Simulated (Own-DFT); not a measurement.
# Misfit strain and the stress it brings: wurtzite GaN, 72 atoms (Ga36N36)

Everything here is calculated. The program is Own-DFT (plane waves, in-house, since retired, never reviewed by a person); positions were held fixed, and spin and spin-orbit coupling were off.

Settings: PBE; PseudoDojo norm-conserving scalar-relativistic files (stringent for Ga); cutoff 96 hartree; 4 x 4 x 3 k mesh centred on Gamma; Gaussian smearing of 0.01 eV.

Keep in mind: forces not confirmed at this smearing and k mesh; stress not checked against mesh or cutoff.

Unstrained cell vectors in Å: (9.567, 0.000, 0.000); (-4.784, 8.285, 0.000); (0.000, 0.000, 10.370). The unstrained cell has measured lattice constants (interpolated for alloys), not those of this functional. That, the random moves and any unrelaxed bonds set the pressure at no strain. Each run strains x and y alike by e, as a substrate would, and holds the height along z. All atoms carry random offsets, Gaussian with a width of 0.05 Å per axis. Stress is positive in tension.

| e (%) | u (Å) | (s_xx + s_yy)/2 (GPa) | s_zz (GPa) |
|---|---|---|---|
| -2.75 | 0.052 | -24.56 | -11.46 |
| -2.25 | 0.048 | -20.48 | -11.22 |
| -1.25 | 0.050 | -14.17 | -9.41 |
| -0.50 | 0.047 | -9.73 | -7.39 |
| 0.50 | 0.049 | ? | ? |
| 0.75 | 0.050 | -2.18 | -8.78 |
| 1.75 | 0.053 | 1.30 | -5.36 |
| 2.00 | 0.053 | 2.38 | -4.85 |
| 2.50 | 0.053 | 4.57 | -4.47 |
| 2.75 | 0.049 | 5.52 | -4.41 |

## Worked fit

With e as a fraction, the in-plane stress is -6.7 + 541 e - 3793 e² GPa (errors 6 and 462, scatter 0.37), and s_zz is -7.9 + 131 e GPa (slope ± 15, scatter 0.87). At e = 0 the first slope is C11 + C12 and the second 2 C13, both with the ions held to the strained lattice and at the cell's own pressure. The term in e² is negative: the layer stiffens under compression and softens under tension. A free layer would change its height as e changes, and the in-plane slope would drop by 2 C13²/C33 to the biaxial modulus. At fixed height, a misfit of 1 % moves the in-plane stress by about 5.4 GPa and s_zz by 1.3 GPa.

## Check

Question: what are the two stresses at e = 0.50 %?

The fit gives -4.1 and -7.3 GPa. DFT gave -3.92 and -7.57 GPa.
